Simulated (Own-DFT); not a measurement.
Simulation results for Al₃₁GaO₄₈ (corundum with substituted atoms, atoms displaced)

All values are calculated (Own-DFT development build). A calculation, not a measurement: plane-wave PBE density functional theory by an unreviewed code, no spin, of a simulated periodic cell, stress positive in tension, free energy of the whole cell less one offset for each atom, defect cell not probed for a lower state with spin; oxygen file: force components 24 meV/angstrom off all-electron in one glass; forces on such cells passed a denser k mesh, this cell's mesh not checked; offsets are fitted by least squares, one for each functional and potential file, so energies compare only between cells with the same atoms and settings and are not formation energies; the far tail of each file's local potential was reset to the Coulomb form; each entry is a single point on an unrelaxed cell, so the pressure reflects the starting lattice, mostly measured values, from which strain is counted, and rises with the displacements; printed positions are rounded, which can move forces by about a meV/angstrom; the program is a retired in-house code; no spin-orbit coupling; before rounding, a Quantum ESPRESSO 7.3.1 run of the same cell and cutoff gave forces within 1 meV/angstrom rms on each cell, which checks the program and not the settings.

Settings shared by all entries: functional PBE; potential files PseudoDojo norm-conserving, scalar-relativistic, standard set; wave cutoff 72 hartree; occupations Fermi-Dirac; smearing width 0.1 eV; k mesh 3 x 3 x 3 centred on Gamma.

(1) Al₃₁GaO₄₈ (corundum with substituted atoms, atoms displaced)

```cif
# cell vector a (Å): 5.4940 0.0000 8.6604
# cell vector b (Å): -2.7470 4.7579 8.6604
# cell vector c (Å): -2.7470 -4.7579 8.6604
data_Al31GaO48
_symmetry_space_group_name_H-M 'P 1'
_symmetry_Int_Tables_number 1
_cell_length_a 10.2561
_cell_length_b 10.2560
_cell_length_c 10.2560
_cell_angle_alpha 55.280
_cell_angle_beta 55.280
_cell_angle_gamma 55.280
_cell_volume 679.15
loop_
_atom_site_label
_atom_site_type_symbol
_atom_site_fract_x
_atom_site_fract_y
_atom_site_fract_z
_atom_site_occupancy
Al1 Al 0.18285 0.17565 0.17292 1
Ga1 Ga 0.32110 0.32561 0.32343 1
Al2 Al 0.43037 0.42490 0.42343 1
Al3 Al 0.07333 0.06833 0.07630 1
O1 O 0.27915 0.47177 0.12614 1
O2 O 0.47442 0.12462 0.26943 1
O3 O 0.12903 0.27448 0.47259 1
O4 O 0.21719 0.02905 0.38400 1
O5 O 0.02996 0.37242 0.22242 1
O6 O 0.37287 0.21798 0.03183 1
Al4 Al 0.17503 0.17481 0.67806 1
Al5 Al 0.31922 0.32675 0.82466 1
Al6 Al 0.43044 0.42479 0.92528 1
Al7 Al 0.07711 0.07603 0.57047 1
O7 O 0.27770 0.46759 0.63092 1
O8 O 0.47443 0.12455 0.77215 1
O9 O 0.12288 0.28010 0.97264 1
O10 O 0.22079 0.02029 0.88406 1
O11 O 0.02438 0.38287 0.72319 1
O12 O 0.37438 0.22152 0.53067 1
Al8 Al 0.17074 0.67470 0.18243 1
Al9 Al 0.32813 0.81918 0.32426 1
Al10 Al 0.42706 0.92901 0.42307 1
Al11 Al 0.06953 0.57462 0.07248 1
O13 O 0.27718 0.96675 0.12631 1
O14 O 0.46682 0.62680 0.27957 1
O15 O 0.12800 0.77777 0.47630 1
O16 O 0.22409 0.52861 0.37375 1
O17 O 0.02791 0.87173 0.22876 1
O18 O 0.36971 0.72067 0.03497 1
Al12 Al 0.16988 0.68364 0.66714 1
Al13 Al 0.32199 0.82652 0.82755 1
Al14 Al 0.42289 0.92600 0.92785 1
Al15 Al 0.06989 0.57760 0.57493 1
O19 O 0.27774 0.96915 0.62156 1
O20 O 0.47141 0.62306 0.78059 1
O21 O 0.12280 0.78014 0.96932 1
O22 O 0.21600 0.53859 0.86827 1
O23 O 0.02631 0.87964 0.72395 1
O24 O 0.37677 0.72903 0.52342 1
Al16 Al 0.68139 0.17345 0.17772 1
Al17 Al 0.83434 0.31942 0.31595 1
Al18 Al 0.92963 0.42709 0.42745 1
Al19 Al 0.57293 0.06781 0.07853 1
O25 O 0.77145 0.47347 0.12332 1
O26 O 0.97663 0.11976 0.27546 1
O27 O 0.62398 0.27587 0.47697 1
O28 O 0.72543 0.02200 0.37836 1
O29 O 0.52016 0.38165 0.22154 1
O30 O 0.87406 0.22506 0.02998 1
Al20 Al 0.67917 0.17610 0.67517 1
Al21 Al 0.82757 0.32525 0.82323 1
Al22 Al 0.92675 0.43125 0.92374 1
Al23 Al 0.57596 0.07529 0.57168 1
O31 O 0.78302 0.47497 0.61829 1
O32 O 0.97133 0.13166 0.77442 1
O33 O 0.62657 0.27690 0.97322 1
O34 O 0.71642 0.03096 0.88116 1
O35 O 0.52652 0.38340 0.71607 1
O36 O 0.86922 0.21997 0.53402 1
Al24 Al 0.67559 0.66713 0.18751 1
Al25 Al 0.81697 0.82666 0.32664 1
Al26 Al 0.92515 0.92682 0.42202 1
Al27 Al 0.57604 0.57163 0.08041 1
O37 O 0.77960 0.97574 0.11950 1
O38 O 0.97156 0.62637 0.27666 1
O39 O 0.62177 0.77809 0.46909 1
O40 O 0.72305 0.52942 0.37315 1
O41 O 0.53107 0.87639 0.22043 1
O42 O 0.87192 0.71860 0.02922 1
Al28 Al 0.66994 0.67470 0.67832 1
Al29 Al 0.81603 0.82587 0.82671 1
Al30 Al 0.92632 0.91963 0.93039 1
Al31 Al 0.56710 0.57464 0.57849 1
O43 O 0.77245 0.98187 0.62241 1
O44 O 0.97413 0.62291 0.78178 1
O45 O 0.62324 0.78068 0.97196 1
O46 O 0.72150 0.52890 0.87642 1
O47 O 0.52900 0.87600 0.72368 1
O48 O 0.87866 0.71605 0.52704 1
```

Results for Al₃₁GaO₄₈ (corundum with substituted atoms, atoms displaced): free energy of cell above offsets -56.415 eV; pressure 8.98 GPa; stress xx -8.91 GPa; stress yy -9.79 GPa; stress zz -8.24 GPa; stress yz -0.28 GPa; stress xz -0.28 GPa; stress xy -0.31 GPa.

Force:
```csv
element,x (eV/Å),y (eV/Å),z (eV/Å)
Al,-0.63,-1.029,-0.758
Ga,0.942,-0.354,-0.186
Al,-0.998,-0.812,-0.072
Al,-0.3,0.41,0.766
O,-0.252,1.97,-1.514
O,0.39,-0.997,0.632
O,-1.887,-0.393,-0.772
O,1.483,1.596,-1.457
O,-0.167,-0.001,-0.07
O,0.651,1.14,0.394
Al,-0.08,0.066,0.284
Al,0.594,-0.006,0.285
Al,-0.457,-0.269,-0.202
Al,-1.292,-1.033,0.01
O,0.219,1.476,-0.681
O,-1.27,-0.539,0.675
O,0.122,-0.379,0.038
O,-0.058,1.456,-0.553
O,0.909,-0.771,-0.77
O,0.177,-0.685,0.232
Al,0.728,0.478,-0.204
Al,-0.701,0.699,0.547
Al,-0.391,-0.281,-0.438
Al,0.786,0.314,0.453
O,-0.277,-0.059,0.953
O,0.783,-0.267,0.429
O,-0.538,0.764,-1.35
O,-1.539,-0.059,1.06
O,-0.043,0.348,-0.548
O,0.625,0.319,0.084
Al,0.173,-1.245,1.899
Al,0.298,-0.31,-0.826
Al,0.642,0.079,0.352
Al,1.064,-0.349,0.038
O,-0.348,-0.58,1.664
O,-0.059,0.576,0.421
O,0.097,-0.638,0.519
O,0.502,-1.159,0.382
O,-0.16,-0.174,-0.809
O,-0.195,-0.663,-0.944
Al,-0.748,0.988,-0.863
Al,-1.296,-0.79,0.316
Al,-0.254,-0.058,-0.898
Al,0.117,1.364,0.679
O,0.498,-0.948,1.206
O,-0.508,0.223,0.385
O,0.657,1.524,-0.265
O,-0.504,0.804,-0.498
O,1.974,-0.64,0.901
O,0.388,-0.36,-0.082
Al,-1.143,-0.228,-0.196
Al,-0.702,0.069,-0.342
Al,0.092,-0.465,-0.59
Al,-0.76,-0.503,0.387
O,-0.855,-0.682,0.329
O,0.326,-0.717,0.046
O,0.034,0.5,0.071
O,0.842,0.359,-0.741
O,-0.02,-1.708,-0.44
O,1.42,1.169,0.852
Al,-0.13,1.901,-0.201
Al,0.858,-0.233,-0.37
Al,-0.026,-0.958,0.938
Al,-0.526,1.406,-1.339
O,-0.037,-1.247,0.772
O,-0.113,0.024,-0.059
O,0.232,-0.19,0.995
O,0.106,-0.992,0.232
O,-0.164,-0.96,-0.979
O,-0.2,-0.086,0.28
Al,0.471,-0.061,0.711
Al,0.447,0.358,0.576
Al,-0.11,1.513,-0.265
Al,0.762,0.982,0.157
O,1.564,-1.146,-0.316
O,-0.722,1.127,-0.134
O,-0.36,-0.553,-0.297
O,-0.177,0.244,-0.188
O,0.128,-0.128,-0.833
O,-1.103,0.464,0.099
```

(2) Al₃₁GaO₄₈ (corundum with substituted atoms, atoms displaced)

```cif
# cell vector a (Å): 5.4940 0.0000 8.6604
# cell vector b (Å): -2.7470 4.7579 8.6604
# cell vector c (Å): -2.7470 -4.7579 8.6604
data_Al31GaO48
_symmetry_space_group_name_H-M 'P 1'
_symmetry_Int_Tables_number 1
_cell_length_a 10.2561
_cell_length_b 10.2560
_cell_length_c 10.2560
_cell_angle_alpha 55.280
_cell_angle_beta 55.280
_cell_angle_gamma 55.280
_cell_volume 679.15
loop_
_atom_site_label
_atom_site_type_symbol
_atom_site_fract_x
_atom_site_fract_y
_atom_site_fract_z
_atom_site_occupancy
Al1 Al 0.17938 0.17364 0.17484 1
Al2 Al 0.32635 0.32820 0.32352 1
Al3 Al 0.42475 0.43013 0.42359 1
Al4 Al 0.07594 0.07557 0.06764 1
O1 O 0.27666 0.47215 0.12704 1
O2 O 0.46888 0.12129 0.28626 1
O3 O 0.12240 0.27308 0.48002 1
O4 O 0.22444 0.02792 0.36509 1
O5 O 0.03482 0.36931 0.21987 1
O6 O 0.37447 0.22042 0.02769 1
Al5 Al 0.17667 0.17867 0.67147 1
Ga1 Ga 0.32308 0.32398 0.82349 1
Al6 Al 0.42335 0.43088 0.92460 1
Al7 Al 0.07488 0.06583 0.57427 1
O7 O 0.27629 0.47779 0.61939 1
O8 O 0.46977 0.12705 0.77988 1
O9 O 0.12237 0.27764 0.97093 1
O10 O 0.21511 0.03102 0.87747 1
O11 O 0.02654 0.38013 0.72363 1
O12 O 0.37981 0.21491 0.52774 1
Al8 Al 0.17040 0.68014 0.17493 1
Al9 Al 0.32380 0.82581 0.32605 1
Al10 Al 0.42663 0.92792 0.42537 1
Al11 Al 0.07711 0.56945 0.07723 1
O13 O 0.27682 0.97085 0.12229 1
O14 O 0.47461 0.61889 0.28458 1
O15 O 0.12550 0.77468 0.47318 1
O16 O 0.21704 0.52740 0.37799 1
O17 O 0.02120 0.87888 0.22418 1
O18 O 0.38101 0.71386 0.02795 1
Al12 Al 0.17107 0.68368 0.67758 1
Al13 Al 0.32295 0.81417 0.82890 1
Al14 Al 0.41787 0.92592 0.93224 1
Al15 Al 0.07010 0.57005 0.57569 1
O19 O 0.27814 0.97280 0.62304 1
O20 O 0.47066 0.62976 0.77767 1
O21 O 0.12009 0.78251 0.97728 1
O22 O 0.22850 0.52887 0.87221 1
O23 O 0.02398 0.88430 0.72048 1
O24 O 0.37795 0.72242 0.52685 1
Al16 Al 0.66955 0.18407 0.17903 1
Al17 Al 0.82705 0.32964 0.31693 1
Al18 Al 0.92672 0.42218 0.42788 1
Al19 Al 0.56545 0.08070 0.07529 1
O25 O 0.78226 0.47089 0.12410 1
O26 O 0.97213 0.12601 0.27870 1
O27 O 0.62916 0.27769 0.46742 1
O28 O 0.71442 0.03095 0.37758 1
O29 O 0.53101 0.37432 0.21679 1
O30 O 0.87865 0.22112 0.02492 1
Al20 Al 0.67497 0.18231 0.67623 1
Al21 Al 0.82060 0.31924 0.82917 1
Al22 Al 0.93132 0.42159 0.92703 1
Al23 Al 0.57437 0.07561 0.57425 1
O31 O 0.77888 0.47460 0.61975 1
O32 O 0.97634 0.13308 0.76907 1
O33 O 0.62092 0.28357 0.97428 1
O34 O 0.72496 0.03344 0.86675 1
O35 O 0.52357 0.37813 0.72366 1
O36 O 0.87572 0.22686 0.52949 1
Al24 Al 0.67758 0.67227 0.17347 1
Al25 Al 0.82400 0.82456 0.32304 1
Al26 Al 0.92950 0.91733 0.43268 1
Al27 Al 0.56923 0.57662 0.07527 1
O37 O 0.77682 0.96918 0.12982 1
O38 O 0.97224 0.62524 0.27475 1
O39 O 0.62969 0.77757 0.47071 1
O40 O 0.72270 0.52714 0.37269 1
O41 O 0.52359 0.87307 0.22344 1
O42 O 0.87052 0.71720 0.03764 1
Al28 Al 0.67979 0.66876 0.67622 1
Al29 Al 0.82952 0.82300 0.82642 1
Al30 Al 0.92376 0.93095 0.92357 1
Al31 Al 0.57690 0.56905 0.57031 1
O43 O 0.77964 0.97022 0.62616 1
O44 O 0.97190 0.62273 0.77935 1
O45 O 0.62800 0.78177 0.97208 1
O46 O 0.72778 0.52231 0.87753 1
O47 O 0.53702 0.87877 0.71584 1
O48 O 0.87424 0.71909 0.52699 1
```

Results for Al₃₁GaO₄₈ (corundum with substituted atoms, atoms displaced): free energy of cell above offsets -56.302 eV; pressure 8.91 GPa; stress xx -9.66 GPa; stress yy -8.97 GPa; stress zz -8.1 GPa; stress yz -0.32 GPa; stress xz 0.03 GPa; stress xy -0.07 GPa.

Force:
```csv
element,x (eV/Å),y (eV/Å),z (eV/Å)
Al,-0.596,0.246,-1.028
Al,-0.512,-0.994,-0.973
Al,0.197,-1.248,0.204
Al,-1.351,-1.065,0.414
O,0.331,0.27,-0.109
O,0.089,1.601,-0.059
O,0.88,1.634,0.102
O,-0.856,-1.432,1.184
O,-0.528,0.396,0.458
O,-0.235,-0.428,1.047
Al,-0.199,-0.407,0.114
Ga,-0.349,0.753,-1.245
Al,0.286,-0.123,0.15
Al,-0.064,2.402,1.55
O,0.039,0.29,-0.062
O,1.471,-0.685,-0.736
O,-0.229,-0.86,0.452
O,1.488,-0.017,-0.443
O,0.821,-0.712,-1
O,-0.89,1.02,0.306
Al,-0.218,-0.596,0.554
Al,0.498,-0.091,-0.67
Al,0.671,-0.822,0.138
Al,-0.694,0.156,-0.359
O,-0.346,-0.632,0.434
O,-0.131,1.227,-0.359
O,0.095,0.228,0.592
O,0.803,0.513,-0.138
O,0.918,-0.156,0.107
O,-1.425,0.679,-0.332
Al,1.291,-0.449,-1
Al,-0.28,2.044,1.122
Al,1.966,1.191,-0.033
Al,-0.015,0.346,0.971
O,0.022,-0.851,-0.228
O,0.835,-0.813,-0.689
O,0.546,0.266,-0.704
O,-1.82,0.587,0.645
O,0.726,-1.948,-0.841
O,-0.8,-0.216,-0.208
Al,2.023,-1.395,-0.466
Al,0.185,-1.388,-0.394
Al,0.373,0.242,0.415
Al,1.3,-1.052,0.219
O,-0.255,0.379,-0.478
O,0.229,-0.231,-0.218
O,-0.644,-0.013,0.25
O,0.775,0.165,0.203
O,-1.627,0.359,0.845
O,-0.74,-0.369,-0.444
Al,0.738,0.194,-1.175
Al,0.551,0.937,0.851
Al,-1.001,0.613,-0.692
Al,0.563,-0.148,0.283
O,-0.516,-1.08,0.234
O,-0.721,-1.78,-0.759
O,-0.104,-0.372,-0.738
O,-0.696,-1.137,1.09
O,1.221,0.439,1.038
O,0.037,-0.268,-0.811
Al,-0.819,0.134,0.363
Al,-0.553,-0.019,0.255
Al,-1.001,1.517,-0.342
Al,1.732,-0.008,0.619
O,-0.069,1.445,-0.755
O,0.008,-0.55,0.061
O,-0.643,-0.208,-0.94
O,0.211,-0.082,0.126
O,0.435,0.611,0.555
O,1.377,1.461,0.546
Al,-0.726,0.79,0.733
Al,-1.012,0.206,-1.473
Al,-0.789,-0.321,0.958
Al,-0.307,0.797,0.771
O,0.189,-0.044,0.51
O,-0.158,0.52,1.111
O,-0.623,-0.457,-0.899
O,-0.878,0.519,-0.444
O,-0.908,-1.715,-0.918
O,0.409,0.007,0.583
```

(3) Al₃₁GaO₄₈ (corundum with substituted atoms, atoms displaced)

```cif
# cell vector a (Å): 5.4940 0.0000 8.6604
# cell vector b (Å): -2.7470 4.7579 8.6604
# cell vector c (Å): -2.7470 -4.7579 8.6604
data_Al31GaO48
_symmetry_space_group_name_H-M 'P 1'
_symmetry_Int_Tables_number 1
_cell_length_a 10.2561
_cell_length_b 10.2560
_cell_length_c 10.2560
_cell_angle_alpha 55.280
_cell_angle_beta 55.280
_cell_angle_gamma 55.280
_cell_volume 679.15
loop_
_atom_site_label
_atom_site_type_symbol
_atom_site_fract_x
_atom_site_fract_y
_atom_site_fract_z
_atom_site_occupancy
Al1 Al 0.15237 0.18378 0.18084 1
Al2 Al 0.32968 0.31843 0.31351 1
Al3 Al 0.43021 0.41260 0.43511 1
Al4 Al 0.05673 0.09033 0.07843 1
O1 O 0.29564 0.47242 0.10556 1
O2 O 0.46770 0.13496 0.27897 1
O3 O 0.13192 0.26732 0.47315 1
O4 O 0.20918 0.02868 0.37959 1
O5 O 0.02403 0.38505 0.21846 1
O6 O 0.37483 0.22215 0.02307 1
Al5 Al 0.16764 0.17357 0.68720 1
Al6 Al 0.33018 0.31234 0.82732 1
Al7 Al 0.41174 0.42572 0.94067 1
Al8 Al 0.07166 0.07147 0.57556 1
O7 O 0.28014 0.47432 0.63543 1
O8 O 0.45786 0.11583 0.79607 1
O9 O 0.12944 0.28047 0.96749 1
O10 O 0.19982 0.03158 0.87639 1
O11 O 0.02751 0.37773 0.72177 1
O12 O 0.36715 0.21606 0.53892 1
Al9 Al 0.16441 0.68570 0.18132 1
Al10 Al 0.33416 0.83187 0.31406 1
Al11 Al 0.42952 0.93081 0.41670 1
Al12 Al 0.07385 0.57203 0.07047 1
O13 O 0.25015 0.97779 0.14318 1
O14 O 0.46087 0.62447 0.28253 1
O15 O 0.14284 0.75773 0.47134 1
O16 O 0.21945 0.52668 0.38037 1
O17 O 0.01668 0.85486 0.24600 1
O18 O 0.35834 0.71309 0.05445 1
Ga1 Ga 0.17986 0.67798 0.67108 1
Al13 Al 0.33809 0.81482 0.82205 1
Al14 Al 0.43266 0.90885 0.92991 1
Al15 Al 0.07975 0.56102 0.58300 1
O19 O 0.27752 0.97013 0.64082 1
O20 O 0.47612 0.61782 0.77413 1
O21 O 0.12211 0.78421 0.98022 1
O22 O 0.23035 0.52560 0.87315 1
O23 O 0.04678 0.86513 0.70669 1
O24 O 0.38638 0.72067 0.50696 1
Al16 Al 0.68193 0.15382 0.17292 1
Al17 Al 0.83640 0.32761 0.31176 1
Al18 Al 0.92967 0.41922 0.42990 1
Al19 Al 0.59173 0.06465 0.06267 1
O25 O 0.77088 0.46802 0.13847 1
O26 O 0.97572 0.13343 0.26309 1
O27 O 0.64373 0.27209 0.47872 1
O28 O 0.72329 0.03078 0.37684 1
O29 O 0.52660 0.37512 0.23342 1
O30 O 0.87125 0.22722 0.04380 1
Al20 Al 0.67929 0.16836 0.68170 1
Al21 Al 0.84157 0.32676 0.82890 1
Al22 Al 0.92846 0.42298 0.92177 1
Al23 Al 0.56097 0.07407 0.58347 1
O31 O 0.78225 0.47738 0.61170 1
O32 O 0.96957 0.13882 0.78240 1
O33 O 0.64445 0.26105 0.97000 1
O34 O 0.70691 0.03298 0.88775 1
O35 O 0.52577 0.35979 0.72907 1
O36 O 0.87594 0.23276 0.51828 1
Al24 Al 0.66638 0.69923 0.16986 1
Al25 Al 0.83081 0.82678 0.32606 1
Al26 Al 0.92877 0.91681 0.41615 1
Al27 Al 0.56965 0.57583 0.07031 1
O37 O 0.76405 0.97487 0.12702 1
O38 O 0.97051 0.62093 0.29074 1
O39 O 0.63185 0.77172 0.48047 1
O40 O 0.71867 0.52837 0.37712 1
O41 O 0.51270 0.88203 0.22145 1
O42 O 0.86935 0.72067 0.01868 1
Al28 Al 0.69430 0.67651 0.66775 1
Al29 Al 0.80916 0.81083 0.83387 1
Al30 Al 0.93424 0.92526 0.91826 1
Al31 Al 0.57273 0.58113 0.57966 1
O43 O 0.76129 0.98198 0.61312 1
O44 O 0.96194 0.62114 0.78964 1
O45 O 0.61696 0.78105 0.98061 1
O46 O 0.71227 0.53814 0.87402 1
O47 O 0.53393 0.86666 0.72370 1
O48 O 0.86159 0.73122 0.52239 1
```

The calculation gives: free energy of cell above offsets -43.733 eV; pressure 15.27 GPa; stress xx -17.29 GPa; stress yy -13.17 GPa; stress zz -15.35 GPa; stress yz -0.3 GPa; stress xz 1.82 GPa; stress xy -0.29 GPa.

Force:
```csv
element,x (eV/Å),y (eV/Å),z (eV/Å)
Al,3.937,0.166,2.335
Al,-2.837,1.159,2.744
Al,0.124,1.673,1.166
Al,4.615,-1.132,0.161
O,-6.014,-3.404,3.332
O,2.573,-2.067,-2.237
O,-0.366,0.663,0.031
O,0.649,0.432,0.899
O,1.011,-0.586,-0.272
O,-0.597,-2.003,0.814
Al,2.315,1.468,-0.99
Al,-0.31,0.696,1.372
Al,7.105,2.396,-3.639
Al,0.662,1.129,0.424
O,1.479,-1.114,-3.251
O,1.852,-0.098,-1.151
O,-1.37,0.272,-1.029
O,0.377,-2.828,3.084
O,-0.339,-0.718,0.316
O,0.36,0.418,0.993
Al,1.333,-2.74,-1.285
Al,-2.362,-2.195,-3.254
Al,-1.159,-1.613,0.764
Al,-0.167,0.639,0.778
O,2.999,0.712,-1.064
O,0.983,1.224,0.807
O,-2.838,1.941,-1.887
O,0.016,-0.562,-1.073
O,0.782,4.818,2.08
O,2.603,3.525,0.837
Ga,3.038,-1.208,-0.104
Al,-1.273,-0.293,-0.963
Al,-3.836,1.151,0.278
Al,0.774,3.01,1.129
O,1.218,1.279,-2.461
O,-1.231,-0.513,1.127
O,-0.167,-0.1,-1.731
O,-1.824,-0.543,0.318
O,-6.227,1.491,2.986
O,-0.069,-0.416,2.837
Al,-3.031,1.865,3.559
Al,-3.822,-1.073,0.037
Al,-0.753,1.013,-0.038
Al,-6.96,-0.026,1.071
O,1.087,3.077,-1.5
O,-2.719,-2.197,-0.415
O,-2.359,0.636,-2.798
O,0.124,1.012,-1.739
O,1.096,-0.098,-1.896
O,-0.864,1.651,-2.641
Al,-0.259,2.157,-0.297
Al,-3.203,0.322,-4.582
Al,-1.713,-1.083,3.367
Al,0.897,0.874,0.587
O,-0.557,-2.441,2.316
O,0.513,-1.544,-2.796
O,-1.432,1.271,0.671
O,6.804,2.106,-3.526
O,0.092,1.198,1.731
O,1.059,-2.743,0.252
Al,1.164,-5.236,-1.319
Al,-1.949,-1.503,-4.159
Al,-1.331,-1.065,3.939
Al,-0.95,-3.787,1.425
O,3.372,-2.617,0.383
O,1.313,1.194,-1.108
O,-1.344,2.743,-1.136
O,-0.108,1.49,0.563
O,1.62,2.244,2.638
O,0.496,0.447,2.23
Al,-2.452,-1.494,-3.27
Al,1.668,2.472,0.797
Al,-0.231,0.037,0.133
Al,1.701,-0.494,-2.434
O,1.741,-3.609,2.676
O,0.262,0.551,-1.411
O,-0.171,-0.27,-1.047
O,1.459,-0.789,0.24
O,-1.281,-1.03,0.397
O,3.204,-1.384,3.884
```
